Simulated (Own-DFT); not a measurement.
# One host, several defects: C40 NbSi2

Calculated, not measured: single-point runs of Own-DFT, a retired in-house plane-wave DFT program that no person has reviewed, on unrelaxed cells, without spin or spin-orbit coupling.

Common settings: PBE; PseudoDojo norm-conserving scalar-relativistic files; cutoff 42 hartree; 4 x 4 x 5 k mesh centred on Gamma; cold (Marzari-Vanderbilt) smearing of 0.2 eV.

Caveats: forces on such cells failed a check on a denser k mesh; stress not checked against mesh or cutoff.

All runs share one cell, with vectors in Å (0.000, 8.324, 0.000); (-9.613, 0.000, 0.000); (0.000, 0.000, 6.586) and a volume of 527.0 Å³. u is the rms random offset of the atoms per axis. The defect's site can differ from row to row.

```
                    cell   formula   u (Å)  P (GPa)
               no defect  Nb12Si24  0.0199     1.52
               no defect  Nb12Si24  0.0210     1.50
               no defect  Nb12Si24  0.0448     2.37
two Nb on a Si site each  Nb14Si22  0.0308     7.45
two Nb on a Si site each  Nb14Si22  0.0316     7.64
two Nb on a Si site each  Nb14Si22  0.0486     8.17
          one Si vacancy  Nb12Si23  0.0310     1.26
          one Si vacancy  Nb12Si23  0.0478     1.76
          one Si vacancy  Nb12Si23  0.0567     1.86
two Si on a Nb site each  Nb10Si26  0.0260     1.59
two Si on a Nb site each  Nb10Si26  0.0260     1.40
two Si on a Nb site each  Nb10Si26  0.0503     2.25
two Si on a Nb site each  Nb10Si26  0.0513        ?
        two Nb vacancies  Nb10Si24  0.0283    -0.11
        two Nb vacancies  Nb10Si24  0.0295     0.09
        two Nb vacancies  Nb10Si24  0.0466     0.66
```

## Fit

P = P0 + c u² + a shift for each defect gives P0 = 1.40 GPa, c = 413 ± 43 GPa/Å² and a scatter of 0.13 GPa. The shifts, and each times the cell's volume:

- two Nb on a Si site each: 5.76 ± 0.11 GPa, 18.9 eV (9.5 eV for each of its 2 sites)
- two Si on a Nb site each: -0.19 ± 0.11 GPa, -0.6 eV (-0.3 eV for each of its 2 sites) (not resolved)
- one Si vacancy: -0.67 ± 0.12 GPa, -2.2 eV
- two Nb vacancies: -1.72 ± 0.11 GPa, -5.7 eV (-2.8 eV for each of its 2 sites)

Positive is outwards. The product with the volume (160.2 GPa Å³ to the eV) is nearly free of the cell's size; divided by the bulk modulus at the cell's pressure it gives the volume that the defect adds. The atoms around the defects weren't relaxed, which would change these numbers.

## Prediction

Asked: what pressure belongs in the blank (two Si on a Nb site each, u = 0.0513 Å)?

The fit gives 2.30 ± 0.16 GPa. The hidden result is 2.52 GPa.
